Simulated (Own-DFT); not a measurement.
# Hybrid less PBE against volume: monoclinic HfO2, 94 atoms (Hf32O62), with two O vacancies

All values are computed. Each geometry was run twice at fixed positions with Own-DFT, a retired in-house plane-wave program that no person has reviewed: with PBE, and with HSE06 (exact exchange share 0.25 at short range, screening 0.11 per bohr, Gygi-Baldereschi treatment of its divergence). Both used PseudoDojo norm-conserving files made for PBE, a cutoff of 48 hartree, the Gamma point alone, fixed occupations, a neutral cell and no spin. With Gamma alone and a thickness of 10.1 Å, finite-size errors remain in every number. The hafnium file keeps the 4f electrons in the core, and its forces lie about 75 meV/Å off all-electron values. The oxygen file's force components were 24 meV/Å off all-electron values in a glass.

Unstrained cell vectors in Å: (10.234, 0.000, 0.000); (0.000, 10.350, 0.000); (-1.695, 0.000, 10.445), volume V0 = 1106.4 Å³, from measured lattice constants. Each geometry has its own random strain of a few per cent, its own defect sites and random moves of rms u per axis. HSE06 gave the energy alone. D is its energy less that of PBE, over the lowest D shown. The PBE stress wasn't checked against mesh or cutoff.

| run | V - V0 (Å³) | u (Å) | P with PBE (GPa) | D (eV) |
|---|---|---|---|---|
| 1 | -7.9 | 0.0513 | 8.11 | 0.965 |
| 2 | -41.7 | 0.0314 | 14.49 | 0.000 |
| 3 | 24.3 | 0.0531 | 1.11 | 1.933 |
| 4 | -11.5 | 0.0490 | 8.39 | 0.995 |
| 5 | -27.4 | 0.0296 | 11.35 | 0.318 |
| 6 | 9.2 | 0.0527 | 4.39 | 1.452 |
| 7 | -9.2 | 0.0271 | 5.84 | 0.764 |
| 8 | -19.1 | 0.0499 | 8.88 | 0.813 |
| 9 | -24.2 | 0.0505 | 10.27 | 0.657 |
| 10 | -23.8 | 0.0316 | 9.54 | 0.443 |
| 11 | 17.3 | 0.0309 | 1.11 | ? |

## Working it out

D = 0.89 + 0.0247 (V - V0) + 141 u² eV, with an error of 0.0012 on the volume slope, 25 on the last term and a scatter of 0.05 eV. Pressure is -dE/dV, and 1 eV/Å³ is 160.2 GPa, so HSE06 changes the pressure by -4.0 ± 0.2 GPa. With the ions held to the strained lattice, the PBE pressure falls by 232 ± 19 GPa per unit of volume strain; the shape of the strain isn't fitted, so the true error is larger, and a relaxed crystal would be softer. On that slope HSE06's volume at a given pressure is about 1.7 % smaller, or 0.6 % in lengths. At u = 0 and V0 the PBE pressure is 4.4 GPa, which puts the zero-pressure volume, against the measured cell and with the defects in, at +1.9 % for PBE and +0.2 % for HSE06, each good to a few tenths of a per cent.

## Prediction

The question: what D should run 11 give?

Estimate: 1.45 eV, with rows scattering by 0.05. The hidden result is 1.359 eV.
